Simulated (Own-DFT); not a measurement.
# One cell, two functionals

These are calculations, not measurements. They come from Own-DFT, an in-house plane-wave density functional program, since retired, whose code no person has reviewed. Each row is one single-point run on a periodic cell that was not relaxed, without spin or spin-orbit coupling.

Known limits, some of them of some rows only: forces on such cells failed a check on a denser k mesh; forces not confirmed at this smearing and k mesh; forces on such cells passed a denser k mesh, each cell not checked; stress not checked against mesh or cutoff.

Each cell was run twice at the same cutoff, k mesh and smearing, with PBE and with PBEsol, on PseudoDojo norm-conserving files made for PBE. Atoms were moved at random from their sites; u is the rms move along one axis. Files made for PBEsol would give a somewhat different change.

```
                                                       cell  atoms  volume (Å³/atom)  u (Å)  cutoff (hartree)  P with PBE (GPa)  P with PBEsol (GPa)  change (GPa)
         C40 NbSi2 with two Si on a Nb site each (Nb10Si26)     36             14.64  0.053                42              2.75                -0.61         -3.36
         C40 NbSi2 with two Si on a Nb site each (Nb10Si26)     36             14.64  0.087                42              4.86                 1.50         -3.36
         C40 NbSi2 with two Si on a Nb site each (Nb10Si26)     36             14.64  0.080                42              4.40                 1.04         -3.36
diamond-structure SiGe with randomly placed atoms (Ge8Si56)     64             20.34  0.032                42              2.32                 0.82         -1.51
diamond-structure SiGe with randomly placed atoms (Ge8Si56)     64             20.34  0.029                42              2.27                 0.76         -1.51
diamond-structure SiGe with randomly placed atoms (Ge8Si56)     64             20.34  0.033                42              2.29                    ?             ?
     wurtzite AlGaN with randomly placed atoms (Al9Ga27N36)     72             11.22  0.053                42              6.83                 1.97         -4.86
     wurtzite AlGaN with randomly placed atoms (Al9Ga27N36)     72             10.78  0.050                42             15.98                10.77         -5.21
     wurtzite AlGaN with randomly placed atoms (Al9Ga27N36)     72             10.78  0.048                42             15.33                10.13         -5.20
 zincblende AlGaAs with randomly placed atoms (Al8As32Ga24)     64             22.91  0.052                42              2.81                 0.09         -2.72
 zincblende AlGaAs with randomly placed atoms (Al8As32Ga24)     64             22.08  0.048                42              5.67                 2.75         -2.91
 zincblende AlGaAs with randomly placed atoms (Al8As32Ga24)     64             22.04  0.053                42              5.97                 3.04         -2.93
```

## Worked reading

Mean change of pressure by composition, in GPa: AlGa3N4, -5.09; Nb5Si13, -3.36; AlAs4Ga3, -2.85; GeSi7, -1.51. At a fixed cell PBEsol gives the lower pressure, because it favours a smaller volume than PBE. Here the change varies more between materials than between cells of one material.

## Withheld value

Question: what PBEsol pressure should the Ge8Si56 cell with the blank give?

Adding the mean change of the cells with its composition, -1.51 GPa, to 2.29 gives 0.8 GPa. The calculation gave 0.79 GPa.
